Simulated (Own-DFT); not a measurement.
# What random displacements cost in rutile TiO2, 72 atoms (O48Ti24)

All numbers below are calculated, not measured. The program, named Own-DFT, is a retired in-house plane-wave density functional code that no person has reviewed. Each row is one single-point run on a periodic cell that was not relaxed, without spin or spin-orbit coupling.

Settings of every run: PBE; PseudoDojo norm-conserving scalar-relativistic files; cutoff 72 hartree; 3 x 3 x 3 k mesh centred on Gamma; Fermi-Dirac smearing of 0.1 eV.

Known limits, some of them of some rows only: some atoms lie very close together; oxygen file: force components 24 meV/angstrom off all-electron in a glass; forces on such cells passed a denser k mesh, each cell not checked; stress not checked against mesh or cutoff.

Cell vectors in Å: (9.187, 0.000, 0.000); (0.000, 9.187, 0.000); (0.000, 0.000, 8.876). In each run every atom was moved at random and independently from its ideal site; u is the rms move along one axis. E is the free energy for each atom above the fitted value at u = 0, and F the rms of the force components.

```
run   u (Å)  E (meV/atom)  F (eV/Å)  largest force (eV/Å)  P (GPa)
  1  0.0197           7.9     0.306                  0.92     4.88
  2  0.0216          10.5     0.399                  1.50     4.96
  3  0.0484          47.1     0.900                  3.86     5.91
  4  0.0488          54.4     1.034                  3.43     6.50
  5  0.0823             ?         ?                     ?        ?
  6  0.0834         148.4     1.803                  8.71    11.22
  7  0.1188         324.3     3.411                 20.36    17.98
```

## Worked fit

For small independent moves the energy grows as E = (3/2) K u², with K the mean stiffness felt by one atom. The runs with u up to 0.11 Å give K = 14.3 ± 0.5 eV/Å², with residuals divided by u² + 0.0006 Å², since the noise grows with the moves. The scatter is 3.1 meV/atom at u = 0.05 Å. The forces follow F = G u with G = 19.2 eV/Å²; no force at u = 0 is resolved. G exceeds K because the moves of its neighbours add to the force on an atom, and stiffness differs between atoms. The pressure follows P = 4.26 + 971 u² GPa: at fixed volume, shortened bonds push harder than stretched ones pull.

## Withheld run

Question: what energy and rms force should run 5 give?

The fit gives 145 ± 9 meV/atom and about 1.58 eV/Å. The calculation gave 152.1 meV/atom and 1.870 eV/Å.
